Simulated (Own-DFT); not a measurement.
Simulation results for Si3N4 (beta silicon nitride, atoms displaced), SiC (2H silicon carbide, atoms displaced)

Computed with Own-DFT development build. A calculation, not a measurement: plane-wave PBE density functional theory by an unreviewed code, no spin, of a simulated periodic cell, stress positive in tension, free energy of the whole cell less one offset for each atom, some atoms lie very close together; forces on such cells passed a denser k mesh, this cell's mesh not checked; offsets are fitted by least squares, one for each functional and potential file, so energies compare only between cells with the same atoms and settings and are not formation energies; the far tail of each file's local potential was reset to the Coulomb form; each entry is a single point on an unrelaxed cell, so the pressure reflects the starting lattice, mostly measured values (interpolated for alloys), from which strain is counted, and rises with the displacements; printed positions are rounded, which can move forces by about a meV/angstrom; the program, named Own-DFT, is a retired in-house code; no spin-orbit coupling; before rounding, a Quantum ESPRESSO 7.3.1 run of the same cell and cutoff gave forces within 1 meV/angstrom rms on each cell, which checks the program and not the settings.

Common to all runs: functional PBE; potential files PseudoDojo norm-conserving, scalar-relativistic, standard set; wave cutoff 42 hartree; occupations Fermi-Dirac; smearing width 0.1 eV.

(1) Si3N4 (beta silicon nitride, atoms displaced)

```
CELL_PARAMETERS angstrom
7.60600 0.00000 0.00000
-3.80300 6.58700 0.00000
0.00000 0.00000 8.72700
ATOMIC_POSITIONS crystal
Si 0.22673 0.77081 0.08398
Si 0.23160 0.39532 0.11026
Si 0.58078 0.83158 0.08498
Si 0.80757 0.21593 0.24915
Si 0.75966 0.58735 0.22881
Si 0.40865 0.20436 0.27026
N 0.30685 0.99750 0.09672
N 0.96037 0.29631 0.07897
N 0.69919 0.65458 0.09292
N 0.66630 0.93770 0.24278
N 0.01467 0.69687 0.23744
N 0.31297 0.34155 0.25080
N 0.30458 0.66267 0.07274
N 0.69484 0.34489 0.25790
Si 0.15118 0.74157 0.39822
Si 0.27777 0.43209 0.44448
Si 0.56518 0.81708 0.41519
Si 0.85040 0.21163 0.59492
Si 0.76064 0.57524 0.61440
Si 0.45695 0.18445 0.56903
N 0.31689 0.02403 0.42495
N 0.01034 0.26077 0.41389
N 0.69504 0.66397 0.40349
N 0.66105 0.00002 0.56613
N 0.03178 0.68344 0.57236
N 0.29448 0.33648 0.55643
N 0.33746 0.64337 0.43668
N 0.63529 0.31640 0.59274
Si 0.11782 0.75928 0.74810
Si 0.22148 0.39069 0.72407
Si 0.61139 0.81655 0.76880
Si 0.86131 0.25225 0.93953
Si 0.75324 0.57164 0.90589
Si 0.41799 0.18095 0.93986
N 0.30480 0.00123 0.73858
N 0.00212 0.29411 0.72851
N 0.72160 0.68072 0.75142
N 0.68621 0.99025 0.90304
N 0.02550 0.69772 0.89197
N 0.33075 0.38512 0.93705
N 0.32242 0.64132 0.74125
N 0.68115 0.33595 0.93398
```

```
k mesh                            : 3 x 3 x 3 centred on Gamma
free energy of cell above offsets : 46.155 eV
pressure                          : 40.59 GPa
stress xx                         : -39.73 GPa
stress yy                         : -43.56 GPa
stress zz                         : -38.49 GPa
stress yz                         : 2.85 GPa
stress xz                         : -12.62 GPa
stress xy                         : 2.93 GPa
```

Force:
| element | x (eV/Å) | y (eV/Å) | z (eV/Å) |
| --- | --- | --- | --- |
| Si | -41.74 | 17.86 | 2.468 |
| Si | -4.35 | 2.61 | -8.139 |
| Si | 2.494 | -3.772 | -5.52 |
| Si | 6.302 | -1.419 | 2.66 |
| Si | 4.915 | -0.214 | 12.14 |
| Si | 5.559 | -6.918 | -0.425 |
| N | 0.368 | 11.82 | -0.19 |
| N | 10.03 | 3.903 | 17.6 |
| N | -7.978 | 4.512 | -13.18 |
| N | -1.524 | 5.403 | 3.273 |
| N | 4.519 | 0.585 | -0.628 |
| N | -0.098 | 1.724 | 4.765 |
| N | 39.1 | -24.96 | -1.087 |
| N | -5.592 | -2.8 | 0.357 |
| Si | 0.363 | 1.804 | 2.429 |
| Si | -13.27 | 3.625 | -30.68 |
| Si | 7.046 | 2.603 | 1.357 |
| Si | -0.611 | 2.533 | -8.235 |
| Si | 2.82 | -0.836 | -12.19 |
| Si | -33.42 | -34.79 | -2.935 |
| N | 1.018 | 0.214 | -3.021 |
| N | -6.026 | -0.022 | -0.599 |
| N | -0.962 | -0.369 | 2.812 |
| N | -0.992 | -8.083 | 0.789 |
| N | -3.562 | -2.271 | 0.08 |
| N | 19.18 | -19.21 | 31.65 |
| N | -8.897 | 12.88 | -2.959 |
| N | 32.18 | 32.86 | 8.05 |
| Si | 11.5 | 6.399 | -13.71 |
| Si | 12.41 | 6.933 | 3.382 |
| Si | -7.787 | -0.428 | -4.573 |
| Si | -8.982 | -5.065 | -19.5 |
| Si | 1.555 | 4.456 | 5.836 |
| Si | -2.812 | -2.348 | -2.74 |
| N | 0.89 | 5.933 | 1.304 |
| N | -10.73 | -5.028 | 8.072 |
| N | -1.624 | 0.924 | 2.633 |
| N | 0.208 | -0.598 | 4.135 |
| N | -6.872 | -6.576 | 16.6 |
| N | 2.94 | -4.543 | -2.283 |
| N | 1.918 | 4.082 | 1.098 |
| N | 0.51 | -3.409 | -0.898 |

(2) Si3N4 (beta silicon nitride, atoms displaced)

```
CELL_PARAMETERS angstrom
7.60600 0.00000 0.00000
-3.80300 6.58700 0.00000
0.00000 0.00000 8.72700
ATOMIC_POSITIONS crystal
Si 0.15651 0.76053 0.06892
Si 0.22124 0.42241 0.06311
Si 0.62925 0.86473 0.06212
Si 0.84276 0.23272 0.23150
Si 0.77545 0.59573 0.21880
Si 0.44084 0.16148 0.27110
N 0.35454 0.07065 0.08230
N 0.99061 0.28744 0.06801
N 0.62818 0.61095 0.10052
N 0.70254 0.99098 0.27499
N 0.04875 0.71712 0.23369
N 0.31659 0.32537 0.27009
N 0.42871 0.72924 0.07719
N 0.67272 0.31656 0.24559
Si 0.14490 0.75102 0.41601
Si 0.20110 0.39552 0.44076
Si 0.60268 0.81632 0.42603
Si 0.80904 0.23126 0.57850
Si 0.74961 0.61199 0.59443
Si 0.37233 0.18265 0.61421
N 0.35823 0.05830 0.40582
N 0.97233 0.30583 0.43693
N 0.69049 0.66133 0.39778
N 0.66868 0.97390 0.59937
N 0.03032 0.65040 0.55233
N 0.33121 0.33877 0.58167
N 0.31206 0.65871 0.40850
N 0.69432 0.37178 0.60207
Si 0.12261 0.73266 0.75669
Si 0.23731 0.45008 0.76126
Si 0.57729 0.81148 0.76160
Si 0.80906 0.17664 0.88937
Si 0.73019 0.57926 0.92610
Si 0.38555 0.14422 0.89497
N 0.34246 0.98069 0.75078
N 0.98960 0.29985 0.73053
N 0.69673 0.65089 0.76039
N 0.69200 0.96646 0.93569
N 0.00426 0.68998 0.90018
N 0.29392 0.29578 0.90736
N 0.34544 0.65799 0.73236
N 0.65763 0.33583 0.90557
```

```
k mesh                            : 3 x 3 x 3 centred on Gamma
free energy of cell above offsets : 42.631 eV
pressure                          : 31.48 GPa
stress xx                         : -24.41 GPa
stress yy                         : -38.36 GPa
stress zz                         : -31.68 GPa
stress yz                         : 23.33 GPa
stress xz                         : 5 GPa
stress xy                         : -8.96 GPa
```

Force:
| element | x (eV/Å) | y (eV/Å) | z (eV/Å) |
| --- | --- | --- | --- |
| Si | 4.831 | 5.704 | -1.298 |
| Si | 12.01 | 2.515 | 3.265 |
| Si | 12.44 | -5.609 | 31.04 |
| Si | -0.073 | 1.193 | 3.923 |
| Si | 2.359 | -3.394 | 7.551 |
| Si | -4.235 | 8.734 | -17.27 |
| N | -0.199 | -5.985 | -0.709 |
| N | -7.931 | -3.792 | -0.619 |
| N | 1.014 | 3.521 | -6.62 |
| N | 0.485 | -2.454 | -3.413 |
| N | -4.01 | -2.459 | 1.18 |
| N | -3.262 | 1.214 | -0.827 |
| N | -24.46 | -19.1 | 0.682 |
| N | 5.276 | 6.873 | -1.251 |
| Si | 8.433 | 8.602 | -9.964 |
| Si | 10.19 | 2.923 | -4.571 |
| Si | -4.732 | 1.375 | -2.243 |
| Si | -0.687 | 2.174 | 0.966 |
| Si | 4.4 | -3.46 | -8.02 |
| Si | 15.48 | -11.4 | -2.263 |
| N | -4.158 | -13.5 | 20.2 |
| N | -5.545 | -3.292 | -4.164 |
| N | 2.749 | -0.362 | 3.046 |
| N | 0.648 | -2.513 | 0.446 |
| N | -7.814 | -1.787 | 15.12 |
| N | -14.17 | 12.23 | -0.925 |
| N | 2.91 | 1.175 | 0.658 |
| N | -1.891 | -5.204 | -0.17 |
| Si | 7.181 | 2.473 | -12.44 |
| Si | 3.956 | -21.92 | 2.293 |
| Si | 3.485 | 3.053 | -1.79 |
| Si | 0.516 | 19.67 | -2.233 |
| Si | 2.023 | -3.283 | 2.615 |
| Si | 3.454 | 2.467 | 5.848 |
| N | -2.577 | 1.2 | -1.307 |
| N | -2.973 | -2.126 | 2.487 |
| N | -6.311 | 5.694 | 1.036 |
| N | 2.68 | 5.5 | -26.92 |
| N | -3.89 | -1.424 | 9.643 |
| N | -6.187 | 5.626 | -1.212 |
| N | -4.229 | 14.42 | -1.34 |
| N | 2.833 | -5.269 | -0.423 |

(3) Si3N4 (beta silicon nitride, atoms displaced)

```
CELL_PARAMETERS angstrom
7.60600 0.00000 0.00000
-3.80300 6.58700 0.00000
0.00000 0.00000 8.72700
ATOMIC_POSITIONS crystal
Si 0.15914 0.75465 0.10250
Si 0.26943 0.40465 0.05450
Si 0.60476 0.84205 0.08583
Si 0.87652 0.27970 0.24039
Si 0.80318 0.60436 0.23632
Si 0.41059 0.16520 0.25203
N 0.32201 0.05796 0.08407
N 0.96411 0.28118 0.10651
N 0.70800 0.64708 0.09068
N 0.69168 0.99584 0.26510
N 0.02638 0.68755 0.25156
N 0.29261 0.32924 0.24918
N 0.33525 0.69259 0.08404
N 0.71195 0.34336 0.21903
Si 0.16856 0.77812 0.38326
Si 0.19556 0.39393 0.41327
Si 0.61522 0.85310 0.40952
Si 0.78777 0.19842 0.57771
Si 0.79631 0.60542 0.59183
Si 0.43699 0.14390 0.58544
N 0.33055 0.02186 0.41805
N 0.96446 0.31072 0.41915
N 0.71039 0.66970 0.43482
N 0.65765 0.96557 0.53917
N 0.00320 0.69007 0.61656
N 0.31765 0.33398 0.61370
N 0.32604 0.60820 0.42246
N 0.63397 0.28253 0.58886
Si 0.19596 0.79408 0.76286
Si 0.20083 0.36443 0.76277
Si 0.60376 0.85051 0.76357
Si 0.79573 0.20609 0.89097
Si 0.77949 0.58593 0.90650
Si 0.34708 0.15464 0.91403
N 0.33327 0.00417 0.75629
N 0.96697 0.30231 0.74783
N 0.67741 0.67354 0.75792
N 0.69581 0.02649 0.92063
N 0.06999 0.69466 0.93737
N 0.33774 0.34237 0.93516
N 0.33881 0.63794 0.73086
N 0.68535 0.34711 0.90965
```

```
k mesh                            : 3 x 3 x 3 centred on Gamma
free energy of cell above offsets : 51.823 eV
pressure                          : 44.87 GPa
stress xx                         : -38.52 GPa
stress yy                         : -58.26 GPa
stress zz                         : -37.82 GPa
stress yz                         : -6.75 GPa
stress xz                         : 5.31 GPa
stress xy                         : -11.33 GPa
```

Force:
| element | x (eV/Å) | y (eV/Å) | z (eV/Å) |
| --- | --- | --- | --- |
| Si | 4.602 | 5.005 | -4.344 |
| Si | -17.04 | 8.15 | 25.07 |
| Si | 0.311 | -0.173 | 2.709 |
| Si | -9.184 | -5.688 | 18.58 |
| Si | -11.16 | -7.017 | 5.86 |
| Si | -0.243 | 6.438 | -0.191 |
| N | 0.525 | -6.105 | 0.921 |
| N | 15.59 | 2.831 | -24.86 |
| N | -4.956 | 4.469 | -5.487 |
| N | -0.404 | -0.378 | -6.606 |
| N | 2.789 | 0.906 | -2.2 |
| N | 2.452 | -1.712 | -0.405 |
| N | 6.256 | -1.596 | -0.057 |
| N | -8.863 | 1.064 | 2.088 |
| Si | 7.756 | -0.746 | 12.88 |
| Si | 7.667 | -10.8 | 0.507 |
| Si | 2.404 | -20.27 | -14.76 |
| Si | 6.396 | 6.337 | -1.339 |
| Si | -19.23 | -6.925 | -2.455 |
| Si | -23.39 | -12.69 | 0.601 |
| N | -0.323 | -0.574 | -1.399 |
| N | -5.071 | -2.486 | 2.995 |
| N | 1.292 | 0.473 | -3.9 |
| N | -2.041 | 8.659 | 23.16 |
| N | 18.24 | 8.372 | 1.899 |
| N | 1.319 | -4.41 | -2.863 |
| N | -1.17 | 21.1 | -0.714 |
| N | 17.18 | 20.35 | 0.604 |
| Si | -1.214 | -22.4 | -0.244 |
| Si | 4.053 | 5.044 | -3.349 |
| Si | -1.433 | -5.587 | -2.672 |
| Si | 3.228 | 52.13 | -5.48 |
| Si | -0.609 | 3.664 | 1.267 |
| Si | 10.46 | -5.815 | -1.848 |
| N | 2.074 | 17.1 | -0.084 |
| N | -3.607 | -3.054 | -1.311 |
| N | 4.601 | -0.109 | 0.915 |
| N | -2.727 | -53.74 | 9.835 |
| N | -6.164 | -1.152 | -6.062 |
| N | 4.035 | 0.502 | -18.54 |
| N | -2.892 | 4.875 | 2.603 |
| N | -1.53 | -4.033 | -1.327 |

(4) SiC (2H silicon carbide, atoms displaced)

```
CELL_PARAMETERS angstrom
6.16540 0.00000 0.00000
-3.08270 5.33940 0.00000
0.00000 0.00000 10.06810
ATOMIC_POSITIONS crystal
Si 0.97377 0.94468 0.99041
Si 0.18869 0.35465 0.23832
C 0.96108 0.97318 0.18945
C 0.15623 0.31610 0.43676
Si 0.96055 0.97631 0.49427
Si 0.20417 0.34184 0.75378
C 0.01565 0.99075 0.68587
C 0.20110 0.34635 0.93035
Si 0.02537 0.51871 0.98746
Si 0.18421 0.85796 0.24716
C 0.00339 0.51942 0.16841
C 0.17643 0.82790 0.42325
Si 0.97666 0.47365 0.52135
Si 0.16077 0.82492 0.75716
C 0.97578 0.52161 0.69161
C 0.16394 0.85440 0.93898
Si 0.48982 0.00560 0.99385
Si 0.67125 0.34054 0.25254
C 0.51118 0.01586 0.19159
C 0.68149 0.31195 0.45097
Si 0.52898 0.99989 0.49167
Si 0.71070 0.37390 0.74961
C 0.48486 0.99826 0.67935
C 0.68297 0.33970 0.94009
Si 0.52003 0.53392 0.00428
Si 0.67695 0.81417 0.24389
C 0.45899 0.49086 0.19430
C 0.63344 0.81601 0.42117
Si 0.50046 0.50616 0.50523
Si 0.67593 0.83933 0.74199
C 0.49450 0.49768 0.67852
C 0.69843 0.84455 0.95105
```

```
k mesh                            : 5 x 5 x 3 centred on Gamma
free energy of cell above offsets : 10.125 eV
pressure                          : 15.52 GPa
stress xx                         : -23.02 GPa
stress yy                         : -11.73 GPa
stress zz                         : -11.81 GPa
stress yz                         : 2.3 GPa
stress xz                         : 5.22 GPa
stress xy                         : -11.19 GPa
```

Force:
| element | x (eV/Å) | y (eV/Å) | z (eV/Å) |
| --- | --- | --- | --- |
| Si | 2.972 | 9.824 | 7.121 |
| Si | -13.5 | -7.587 | 4.971 |
| C | 7.382 | 4.752 | -3.391 |
| C | -0.175 | 0.701 | 0.778 |
| Si | 4.718 | 1.091 | -0.93 |
| Si | -2.984 | -2.418 | -0.752 |
| C | -3.058 | 1.653 | -0.11 |
| C | -1.505 | 0.098 | 1.567 |
| Si | -0.032 | -2.722 | 1.291 |
| Si | -1.061 | -2.344 | -0.694 |
| C | 0.862 | -0.256 | 2.565 |
| C | -1.439 | -0.495 | 3.899 |
| Si | 3.92 | 3.56 | -5.351 |
| Si | 1.29 | 2.786 | -2.132 |
| C | 10.23 | 2.799 | -1.814 |
| C | 6.409 | -3.293 | -2.93 |
| Si | 2.604 | 1.809 | 2.394 |
| Si | 1.284 | 0.225 | -0.202 |
| C | 0.119 | -0.797 | -2.017 |
| C | -3.638 | 3.365 | -3.156 |
| Si | -6.448 | -2.202 | 1.67 |
| Si | -10.39 | -8.637 | 4.129 |
| C | 2.798 | 0.436 | 1.919 |
| C | -0.808 | 1.16 | -1.232 |
| Si | 0.497 | -4.747 | 0.007 |
| Si | -6.975 | -0.521 | 1.455 |
| C | 13.09 | 5.681 | -4.75 |
| C | 4.052 | -1.459 | 1.979 |
| Si | -0.46 | -3.037 | -3.445 |
| Si | -0.897 | 0.372 | 0.69 |
| C | 2.463 | 2.556 | 2.263 |
| C | -11.32 | -2.355 | -5.794 |
